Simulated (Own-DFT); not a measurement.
# Cleaving wurtzite AlN, m plane (10-10)

Calculated, not measured: single-point runs of Own-DFT, a retired in-house plane-wave DFT program that no person has reviewed, on unrelaxed cells, without spin or spin-orbit coupling.

Keep in mind (not all hold for every row): some atoms lie very close together; k mesh not checked against a denser one.

Both sets of runs: PBE; PseudoDojo norm-conserving scalar-relativistic files; cutoff 42 hartree; Gaussian smearing of 0.01 eV. The slab has 128 atoms in 16 layers, two equal faces of 62.02 Å² as cut, 15 Å of vacuum, a dipole correction along the normal and a 6 x 3 x 1 mesh. The bulk cell has 128 atoms, the same measured lattice constants and a 3 x 3 x 3 mesh. In the slab only the 32 atoms nearest the faces were moved at random; u is their rms move along one axis. Energies are counted from -174.06 eV for each atom.

```
slab run,u (Å),E (eV, cell)
1,0.0508,21.139
2,0.0513,20.955
3,0.0536,21.481
4,0.0935,25.213
5,0.0948,25.413
6,0.0968,27.528
7,0.0971,26.372
8,0.0975,27.713
9,0.0990,27.900
10,0.0996,26.145
11,0.1001,27.414
12,0.1016,28.514
```

```
bulk run,u (Å),E (meV/atom)
1,0.0190,-2.76
2,0.0195,-1.72
3,0.0205,-2.14
4,0.0215,-0.66
5,0.1010,353.77
6,0.1014,373.05
7,0.1015,351.42
8,0.1016,345.93
9,0.1058,349.43
10,0.1075,332.54
```

Question: what is the energy of the unrelaxed surface?

## Worked answer

Take each set to u = 0 with E = a + b u². Residuals are scaled by 1/(u² + 0.0006 Å²) to tame the large moves. Slab: a = 18.92 ± 0.24 eV. Bulk: a = -15.8 ± 1.2 meV/atom. The excess is 18.92 - 128 x (-0.0158) = 20.94 ± 0.28 eV. Over two faces that is 169 meV/Å², or 2.71 ± 0.04 J/m². Relaxing the faces would lower the energy, and the unlike meshes and the reach from the smallest u down to zero add errors that aren't counted here.
